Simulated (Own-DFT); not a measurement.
Simulation results for HfO2 (monoclinic hafnia, atoms displaced)

Computed with Own-DFT development build. A calculation, not a measurement: plane-wave PBE density functional theory by an unreviewed code, no spin, of a simulated periodic cell, stress positive in tension, free energy of the whole cell less one offset for each atom, hafnium file: forces about 75 meV/angstrom off all-electron values; oxygen file: force components 24 meV/angstrom off all-electron in one glass; forces on such cells passed a denser k mesh, this cell's mesh not checked; offsets are fitted by least squares, one for each functional and potential file, so energies compare only between cells with the same atoms and settings and are not formation energies; the far tail of each file's local potential was reset to the Coulomb form; each entry is a single point on an unrelaxed cell, so the pressure reflects the starting lattice, mostly measured values, from which strain is counted, and rises with the displacements; printed positions are rounded, which can move forces by about a meV/angstrom; the program is a retired in-house code; no spin-orbit coupling; before rounding, a Quantum ESPRESSO 7.3.1 run of the same cell and cutoff gave forces within 1 meV/angstrom rms on each cell, which checks the program and not the settings.

Settings shared by all entries: functional PBE; potential files PseudoDojo norm-conserving, scalar-relativistic, standard set; wave cutoff 72 hartree; occupations Fermi-Dirac; smearing width 0.1 eV; k mesh 2 x 2 x 2 centred on Gamma.

(1) 
```xyz
96
Lattice="10.2340 0.0000 0.0000 0.0000 10.3500 0.0000 -1.6955 0.0000 10.4453" Properties=species:S:1:pos:R:3:force_x:R:1:force_y:R:1:force_z:R:1 formula=HfO2 free_energy_of_cell_above_offsets=-92.430 pressure=6.79 stress_xx=-7.34 stress_yy=-6.14 stress_zz=-6.9 stress_yz=-0.15 stress_xz=-0.64 stress_xy=0.55
Hf     1.1386     0.2010     1.0445      1.938     -1.083      0.595
Hf     3.4713     2.7947     1.5525     -0.834      -0.51     -1.018
Hf     3.0008     4.9719     4.2005       0.68      0.043     -1.795
Hf     0.7823     2.3212     3.5794     -0.115      0.574      3.219
O      0.1166     1.6627     1.7703     -2.112      1.464     -0.203
O      4.5943     4.2221     0.7453      1.772      1.238      0.507
O      4.1466     3.4382     3.3403      0.658       0.41      1.396
O     -0.2892     0.8444     4.4356     -1.756     -0.442     -1.251
O      1.8822     3.8529     2.4749     -0.238      1.114     -0.134
O      2.7730     1.3598     0.0625     -0.031     -0.213      1.034
O      2.3506     1.2583     2.7353      1.091     -0.523     -0.573
O      1.5428     3.8941     5.0686     -0.927     -0.758      0.177
Hf     0.3459     0.1989     6.3573      1.123     -0.114     -1.231
Hf     2.6285     2.8421     6.7558     -1.726     -2.141     -0.202
Hf     2.2204     4.9237     9.2968     -0.805      0.525      0.467
Hf    -0.0617     2.3570     8.9812      0.998       0.23     -1.638
O     -0.6703     1.6687     7.0003      -2.81      2.431      1.482
O      3.7131     4.3338     5.9853      1.033     -0.223      1.008
O      3.3993     3.5195     8.6367      0.139     -0.552      -0.84
O     -1.2410     0.8651     9.6348     -0.716     -0.615     -0.172
O      1.0648     3.9191     7.7218      0.094      0.242      0.031
O      1.8475     1.3488     5.3190       1.78      0.452      0.251
O      1.5299     1.2522     7.9656      0.521      0.223      0.697
O      0.7028     3.8703    10.4079     -1.285     -0.352      -1.11
Hf     1.3686     5.3491     1.0978     -3.568     -0.066     -0.134
Hf     3.5346     7.8632     1.4800     -2.291      2.457      1.027
Hf     3.0158    10.1413     4.0939     -1.325     -0.362      1.335
Hf     0.7719     7.5431     3.7060     -0.093       0.79       -0.7
O     -0.0204     6.8532     1.7789      1.804     -0.293      0.556
O      4.6365     9.5531     0.7558     -0.047     -1.642      2.376
O      4.2208     8.5348     3.3316     -1.783      2.215      1.065
O     -0.3619     6.0192     4.4819      0.001      1.114     -1.763
O      1.8400     9.1344     2.5918      0.305     -0.516     -0.862
O      2.8277     6.4825     0.2034     -0.116     -0.075     -1.367
O      2.4269     6.4490     2.7694     -0.368     -0.182      -0.62
O      1.3999     9.0900     5.1639      0.375     -1.631     -1.069
Hf     0.4242     5.4489     6.2207     -1.175     -1.919      2.175
Hf     2.5572     8.0139     6.7607      0.384      -0.92      0.495
Hf     2.1182    10.0674     9.5195      1.312      2.731      -4.54
Hf    -0.0413     7.5355     8.9068     -0.446     -0.935     -0.038
O     -0.7251     6.9623     6.9514     -0.042      0.119      0.524
O      3.6954     9.3706     6.0376      2.007      1.902     -0.873
O      3.3547     8.5947     8.7361     -0.206      -0.05     -0.237
O     -1.2659     5.9809     9.5586      1.837      0.809      0.316
O      1.0576     9.1517     7.7230     -0.301     -1.196      1.367
O      1.8933     6.5003     5.2826      1.418       1.23      0.281
O      1.5358     6.4767     7.9881      0.048     -0.445     -0.056
O      0.6770     9.0753    10.4144     -1.594     -1.963     -0.249
Hf     6.2793     0.2127     1.1617      1.899      0.652     -1.109
Hf     8.5380     2.7192     1.4485      0.431       2.39      1.057
Hf     8.1929     4.9241     4.1055     -1.459      0.965      0.931
Hf     5.8817     2.4012     3.6769      1.227      0.122      0.983
O      5.2023     1.7126     1.8228     -0.871      0.154       0.23
O      9.6265     4.3629     0.8015      1.088      -0.85      0.567
O      9.3288     3.4935     3.4806      0.814     -1.573     -1.595
O      4.7360     0.8644     4.5350      -0.76      0.374     -1.853
O      6.9711     3.9085     2.5636     -0.038      0.013      -1.39
O      7.8905     1.3094     0.1682      0.792     -0.788     -0.738
O      7.4930     1.2961     2.6941     -0.028     -0.473      0.624
O      6.5519     3.8283     5.1114      0.259     -0.215      0.332
Hf     5.5201     0.2381     6.2643      0.042     -0.629      0.981
Hf     7.7126     2.7652     6.8208      1.471      0.059     -1.825
Hf     7.2161     4.9295     9.2955      1.384     -0.326      1.749
Hf     5.0232     2.3498     8.9170      1.201      0.331      0.235
O      4.3728     1.7109     7.0911     -1.246        0.3       -1.2
O      8.9931     4.2765     5.9978      -1.16     -0.571      0.595
O      8.4265     3.4068     8.6476      0.909      -0.39       0.25
O      4.0091     0.9184     9.6804      -2.13      -1.74      0.618
O      6.1939     3.8113     7.7471     -0.756      0.934     -0.962
O      7.0795     1.3242     5.3106     -0.191      0.295      0.253
O      6.6079     1.2394     7.9472      0.878     -0.278      0.236
O      5.7309     3.8023    10.2653     -0.798      0.135      1.243
Hf     6.3440     5.3879     1.0495       0.83     -0.552       0.63
Hf     8.5714     8.0071     1.5285     -0.247     -2.186      -0.15
Hf     8.1300    10.0809     4.0945      0.827      1.689      1.198
Hf     5.8593     7.5997     3.6735      3.097     -1.707      2.089
O      5.1954     7.0018     1.8130      1.849     -2.222     -1.355
O      9.7264     9.4443     0.7746      0.398      0.545     -0.503
O      9.3013     8.6524     3.3388      0.844     -0.285      0.743
O      4.9052     5.9480     4.4719     -1.795      0.328     -1.799
O      7.0360     9.1223     2.4918      -0.95     -0.102      0.037
O      7.9312     6.4834     0.0990     -0.736      0.509      0.154
O      7.5590     6.4493     2.7226     -0.998     -0.079     -0.523
O      6.5796     9.0614     5.0981     -0.928     -0.384     -0.214
Hf     5.4625     5.2952     6.2764      1.584      1.559      0.973
Hf     7.7082     7.9431     6.8242     -0.003     -0.207     -2.696
Hf     7.1986    10.1148     9.3645      1.055      0.622     -0.465
Hf     5.1170     7.6013     8.9607     -1.148     -1.631     -1.112
O      4.3625     6.8649     6.9898     -0.614      0.477      0.511
O      8.8028     9.5153     5.9800      0.194     -0.713      0.817
O      8.4929     8.5293     8.5853     -0.827      1.669       1.52
O      3.9339     5.9677     9.6483      0.148      0.952     -0.072
O      6.1330     9.1604     7.7551      0.122     -1.161      0.275
O      7.1038     6.5655     5.2815      0.071     -0.241      1.267
O      6.5981     6.3300     8.0092     -0.023       1.52     -1.462
O      5.7371     9.0085    10.3443     -0.318       0.12      0.215
```

Units: free_energy_of_cell_above_offsets in eV; pressure, stress_xx, stress_yy, stress_zz, stress_yz, stress_xz, stress_xy in GPa; force_x, force_y, force_z in eV/Å.

(2) 
```xyz
96
Lattice="10.2340 0.0000 0.0000 0.0000 10.3500 0.0000 -1.6955 0.0000 10.4453" Properties=species:S:1:pos:R:3:force_x:R:1:force_y:R:1:force_z:R:1 formula=HfO2 free_energy_of_cell_above_offsets=-93.305 pressure=5.24 stress_xx=-4.57 stress_yy=-5.47 stress_zz=-5.68 stress_yz=-0.19 stress_xz=-0.3 stress_xy=0.27
Hf     1.2498     0.2239     1.1876     -0.632     -2.198      -3.41
Hf     3.4761     2.7200     1.4424      0.722      0.665      1.276
Hf     3.1259     5.0392     4.0106     -1.608      -2.01      2.244
Hf     0.8905     2.4133     3.6452     -1.785      0.147      2.306
O      0.1371     1.7005     1.8175     -1.702      0.965      0.099
O      4.6323     4.2918     0.8222     -0.791     -0.506      0.303
O      4.1857     3.3839     3.4047      0.115      0.475     -0.421
O     -0.3281     0.8422     4.5368     -0.195      0.897     -2.731
O      1.7870     3.9588     2.5086      1.193     -0.013     -0.889
O      2.7856     1.2731     0.0585      0.264      1.267      1.682
O      2.3642     1.2644     2.6813      1.081      0.026      0.459
O      1.4878     3.8148     5.1282     -0.086      0.393     -0.146
Hf     0.3905     0.2120     6.3225      0.051     -0.027      0.767
Hf     2.5662     2.8230     6.7697      2.035     -0.169     -0.551
Hf     2.0895     4.8743     9.3393      1.953      2.817      0.345
Hf     0.0348     2.3910     8.9604     -2.432     -2.134     -1.472
O     -0.7978     1.6924     6.9829      0.246      0.708      0.876
O      3.7785     4.3451     5.9968      0.388      0.141      0.047
O      3.2836     3.5122     8.7141      1.371      -1.13      -0.59
O     -1.1789     0.8282     9.6685      0.441      1.081     -0.208
O      1.0847     4.0166     7.7914     -1.188     -1.068     -1.143
O      1.9580     1.3255     5.3669      0.657      0.069     -0.507
O      1.5916     1.2520     8.0427      -0.72      1.716      -1.73
O      0.5937     3.8300    10.2858      0.073      0.094      1.354
Hf     1.2606     5.4283     1.0701     -1.362     -0.727      0.606
Hf     3.4774     7.8663     1.4445     -0.101      3.235      0.201
Hf     3.0422    10.2219     4.1488      0.109     -1.468     -0.002
Hf     0.7745     7.6041     3.6759      1.039     -0.633      0.731
O      0.1136     6.8625     1.8166     -0.871      0.076      -0.62
O      4.6070     9.4747     0.7608      0.801      0.317       0.91
O      4.2794     8.5995     3.3730     -1.831      1.183      0.415
O     -0.3569     6.0915     4.4610     -1.171     -0.711     -0.206
O      1.8957     9.0572     2.3982      0.218      0.093      1.207
O      2.7832     6.5259     0.0812     -0.144     -1.498      -0.01
O      2.3818     6.4820     2.7159      0.582      -0.53     -0.367
O      1.4317     9.0194     5.0852      0.862      0.146      0.024
Hf     0.3631     5.4061     6.3194       1.28      0.464     -0.716
Hf     2.6191     7.9946     6.7314     -0.632     -0.258      0.494
Hf     2.1517    10.1668     9.3328      0.823     -1.274       0.83
Hf    -0.0670     7.4482     8.9105      0.953      4.476      0.095
O     -0.7308     6.9705     7.0688     -1.069     -0.692     -1.137
O      3.7943     9.5037     6.0752     -0.828     -0.526     -0.631
O      3.3002     8.6870     8.6541      1.787     -1.584     -0.497
O     -1.2483     6.1102     9.6130     -0.584     -1.499      0.807
O      1.0958     9.1025     7.7597     -0.545      0.057     -1.172
O      1.9241     6.5017     5.3564      0.654      0.123     -0.418
O      1.5440     6.4793     7.9522      0.229     -0.811       0.25
O      0.6793     8.9909    10.2872     -0.789     -0.444      0.221
Hf     6.3548     0.2354     1.0929     -0.553       -1.5     -1.738
Hf     8.5863     2.7552     1.5000      1.208      0.885     -0.134
Hf     8.0934     4.9917     4.1594      2.379     -0.162      -0.67
Hf     6.0813     2.3962     3.6445     -2.563     -0.895      1.356
O      5.2356     1.6905     1.8422     -0.894       0.92     -0.154
O      9.7444     4.2581     0.7595      0.482      0.371      0.112
O      9.2921     3.4280     3.4627      0.059      0.001     -0.388
O      4.7212     0.8288     4.4330      0.786      0.671     -0.736
O      7.0668     3.9384     2.4775     -0.478     -0.438      0.769
O      6.2003     1.3797    10.3995      0.796      0.011      3.101
O      7.5567     1.2261     2.8030      0.244      1.138     -1.897
O      6.6080     3.7766     5.1316      0.011      1.366      -0.32
Hf     5.4874     0.1306     6.2979       0.32      2.269      1.201
Hf     7.7172     2.8438     6.7234       0.52     -2.217      1.239
Hf     7.3129     5.0206     9.2922     -0.198     -1.596      1.224
Hf     5.1582     2.4596     8.9836     -1.811     -1.501     -2.058
O      4.3626     1.7626     7.0094     -0.361      0.075      0.057
O      8.9731     4.2525     6.0675     -0.804      0.902     -0.767
O      8.5421     3.4475     8.5943     -0.694      1.072      0.401
O      3.9324     0.9600     9.6412     -0.682     -0.364      0.362
O      6.1348     3.9316     7.7982       0.54      0.947     -1.147
O      7.0066     1.3268     5.2839      0.571      -0.19      0.175
O      6.6838     1.3226     7.9681     -0.065     -0.042     -0.821
O      5.7343     3.8168    10.3864       0.12      1.184      0.282
Hf     6.3287     5.3604     1.1313      0.642      0.719     -1.118
Hf     8.5392     7.9490     1.5180      0.546      1.405     -0.768
Hf     8.1360    10.1340     4.1285      1.494     -0.439      1.241
Hf     5.8835     7.5796     3.7010      1.014      0.578     -0.974
O      5.1981     6.9038     1.7600       0.09     -0.476      0.263
O      9.7048     9.4630     0.7170      0.395     -0.047      1.608
O      9.3180     8.5468     3.3698     -0.896      1.283      0.481
O      4.7734     6.0580     4.4077      0.315     -0.041     -0.419
O      7.0302     9.1762     2.4999     -0.132     -0.828      0.402
O      7.9270     6.5603     0.1156      0.154     -1.041     -0.145
O      7.4471     6.4925     2.6996      0.345      -1.12       0.46
O      6.5657     8.9773     5.1054       0.34      0.209      0.316
Hf     5.5399     5.4209     6.2464     -1.631     -1.145      1.703
Hf     7.6893     7.9462     6.7377      1.072      1.895      1.161
Hf     7.2766    10.1960     9.3368      0.542     -0.778     -0.034
Hf     4.9831     7.5052     9.0015      0.902      2.143     -0.893
O      4.4212     6.8941     7.0064     -0.952      0.681      0.176
O      8.9667     9.5346     5.9823     -2.127     -2.104      0.429
O      8.3695     8.6922     8.6344      2.054     -1.787     -0.635
O      3.9510     6.0612     9.7194     -1.572     -1.238     -0.281
O      6.2353     9.0851     7.7572     -1.394      0.359     -1.105
O      7.0744     6.5005     5.2569      0.244     -0.236      0.946
O      6.6261     6.4365     7.9624      0.592      0.051      -0.72
O      5.6473     9.0701    10.3780      0.175     -0.669     -0.517
```

Units: free_energy_of_cell_above_offsets in eV; pressure, stress_xx, stress_yy, stress_zz, stress_yz, stress_xz, stress_xy in GPa; force_x, force_y, force_z in eV/Å.

(3) 
```xyz
96
Lattice="10.2340 0.0000 0.0000 0.0000 10.3500 0.0000 -1.6955 0.0000 10.4453" Properties=species:S:1:pos:R:3:force_x:R:1:force_y:R:1:force_z:R:1 formula=HfO2 free_energy_of_cell_above_offsets=-92.931 pressure=5.45 stress_xx=-5.14 stress_yy=-5.79 stress_zz=-5.41 stress_yz=0.5 stress_xz=-0.37 stress_xy=-0.04
Hf     1.1393     0.1130     1.1406       0.72      2.517      0.178
Hf     3.4715     2.8200     1.4832     -1.503      -2.39      0.574
Hf     3.0505     5.0680     4.1292     -1.007     -0.811     -0.196
Hf     0.8216     2.4511     3.7639     -0.164     -2.188      -1.21
O     -0.0033     1.8602     1.8246       1.46     -1.814      -0.52
O      4.6218     4.2661     0.8394      0.494      1.581     -0.785
O      4.1036     3.3523     3.3277      1.224      1.069      1.815
O     -0.3799     0.8388     4.4134      0.802      0.823     -0.134
O      1.9160     3.9470     2.4802     -0.361      0.006     -0.277
O      2.8214     1.3669     0.0890     -0.211     -0.141      0.094
O      2.2989     1.2486     2.7085      0.208     -0.126       0.05
O      1.4442     3.8397     5.0707      0.402       0.72      1.176
Hf     0.4859     0.1821     6.4077     -2.097      0.187     -2.503
Hf     2.6419     2.8307     6.7471      0.546     -0.579     -0.753
Hf     2.1750     4.9580     9.3939      0.042      0.705     -1.237
Hf    -0.0513     2.4373     8.9806     -0.289     -2.083     -1.124
O     -0.7826     1.6824     7.0610      0.383      0.681      0.189
O      3.7702     4.3051     5.9389      0.209     -0.476      0.898
O      3.3080     3.4686     8.7131      1.221     -0.932     -0.615
O     -1.2219     0.9463     9.6661     -0.888     -1.251      0.406
O      1.1364     3.8809     7.7119     -1.055      0.617      0.092
O      2.0678     1.3757     5.3112     -0.835     -0.284      0.987
O      1.5812     1.1385     7.9990     -0.422      2.256     -1.523
O      0.5890     3.8533    10.2501      0.206      1.073      1.287
Hf     1.2136     5.3303     1.1196     -0.559      1.234     -0.507
Hf     3.5365     7.9974     1.4929     -1.477      0.311      0.661
Hf     3.0280    10.1265     4.1525     -0.763      1.226     -0.291
Hf     0.8121     7.5237     3.6933     -0.529      1.142      0.512
O      0.0893     6.8775     1.8330     -0.832     -0.721     -1.538
O      4.6868     9.5413     0.8967     -1.531      -1.34     -0.542
O      4.1449     8.6289     3.4329      0.654     -0.767     -0.181
O     -0.2262     6.0293     4.3682     -2.339     -1.707       1.01
O      1.7770     9.1572     2.5422      1.147      -0.92     -0.309
O      2.7670     6.4947     0.0267      0.542      0.362      1.416
O      2.2395     6.4423     2.6474      2.504      -0.15      0.208
O      1.4311     8.9322     5.0988      0.853       1.32      1.006
Hf     0.2922     5.3479     6.3985      1.487      1.218     -2.067
Hf     2.6714     8.0360     6.8546     -2.048     -1.938     -2.272
Hf     2.1989    10.1441     9.2584     -1.084      0.167      3.158
Hf    -0.0673     7.4980     8.9487     -0.186      0.475     -0.555
O     -0.8261     6.8866     6.9858       0.25     -0.036      0.863
O      3.6976     9.5267     6.1080      0.986      0.748     -0.247
O      3.4139     8.6606     8.7001      -0.31     -0.057     -0.117
O     -1.2393     6.0440     9.6388     -0.254     -0.319      0.261
O      1.0167     9.0735     7.7562      0.395     -0.323      0.451
O      1.9641     6.4629     5.3338      0.753      0.103      0.558
O      1.5513     6.5195     7.9620     -0.337     -1.306      0.547
O      0.6685     9.1249    10.3863     -0.416     -1.288     -0.409
Hf     6.2994     0.1800     1.1301        1.7      1.072     -0.329
Hf     8.5432     2.7815     1.5545      0.251     -0.226      0.146
Hf     8.1331     4.9653     4.1123      1.366       1.11     -0.082
Hf     5.9244     2.4362     3.7375     -1.361     -1.377     -0.334
O      5.1626     1.7056     1.7913      0.819      0.079      0.281
O      9.6474     4.2898     0.7702      1.141      0.406       0.91
O      9.3718     3.5103     3.4051     -1.193      0.541      0.343
O      4.7642     0.9349     4.4677     -0.251     -0.724     -0.314
O      6.9954     3.9556     2.4893     -0.213     -0.092      0.596
O      7.9912     1.3945     0.1472     -1.046     -0.909     -1.236
O      7.5579     1.2099     2.6558      -1.09      0.639      0.796
O      6.5957     3.9126     5.0897     -0.372     -1.316     -0.006
Hf     5.5279     0.1410     6.4174      -0.23      1.858     -2.503
Hf     7.7251     2.7908     6.7644      0.356     -0.368     -0.306
Hf     7.2244     4.8776     9.4746       0.47      1.905     -2.953
Hf     5.0793     2.3029     8.9367     -0.131      0.913     -0.034
O      4.4003     1.6786     7.0245     -1.097      1.018      0.837
O      8.8732     4.3209     5.9819     -0.068     -0.425      0.326
O      8.4749     3.5375     8.5920      0.558     -0.433      0.273
O      3.8572     0.8656     9.6319      1.291      0.162      0.177
O      6.1415     3.8955     7.7147     -0.333      0.075      0.173
O      7.0562     1.2706     5.3526      0.252      0.938     -0.079
O      6.6871     1.3151     7.9471      -0.13     -1.386       0.78
O      5.6299     3.8896    10.3424     -0.246     -0.778     -0.038
Hf     6.3146     5.3205     1.0801      0.553      1.422      0.147
Hf     8.5711     7.8763     1.4740     -0.446     -0.426      1.284
Hf     8.1200    10.1783     4.0546      2.088      -1.16      1.972
Hf     5.9950     7.6095     3.7060     -0.545     -0.679      0.399
O      5.2151     6.9458     1.7892     -0.159     -0.619     -0.359
O      9.6471     9.3562     0.8833      2.404      2.865     -1.547
O      9.2838     8.5715     3.3221     -0.233      0.846      1.274
O      4.8391     5.9776     4.4319     -1.034      0.552     -1.438
O      6.9783     9.0390     2.5393     -0.386      0.956     -0.792
O      6.2224     6.5526    10.4381     -0.176     -1.289      1.273
O      7.5363     6.5278     2.7371     -0.463     -1.761     -0.131
O      6.5510     9.0310     5.1399      0.211     -0.306     -0.156
Hf     5.4809     5.3781     6.2843      0.816      0.206      1.018
Hf     7.6498     7.9889     6.8054       2.07     -0.716     -2.222
Hf     7.3224    10.0842     9.3822      0.158      1.293      0.102
Hf     5.0311     7.5166     8.9413      2.347      0.027     -0.494
O      4.3218     6.9267     7.0087      0.584     -0.392       0.23
O      8.9907     9.5209     6.0914     -1.362     -0.886     -0.091
O      8.4078     8.6114     8.6107          1      0.093      1.088
O      3.9661     6.0396     9.6083     -1.676     -1.163      0.584
O      6.1779     9.0745     7.6621     -0.941      0.333      1.861
O      7.0106     6.4439     5.2793      0.874      1.244      0.625
O      6.7009     6.4542     7.9395     -0.857     -0.421     -0.136
O      5.8066     8.9715    10.3256     -1.262      0.706     -0.402
```

Units: free_energy_of_cell_above_offsets in eV; pressure, stress_xx, stress_yy, stress_zz, stress_yz, stress_xz, stress_xy in GPa; force_x, force_y, force_z in eV/Å.
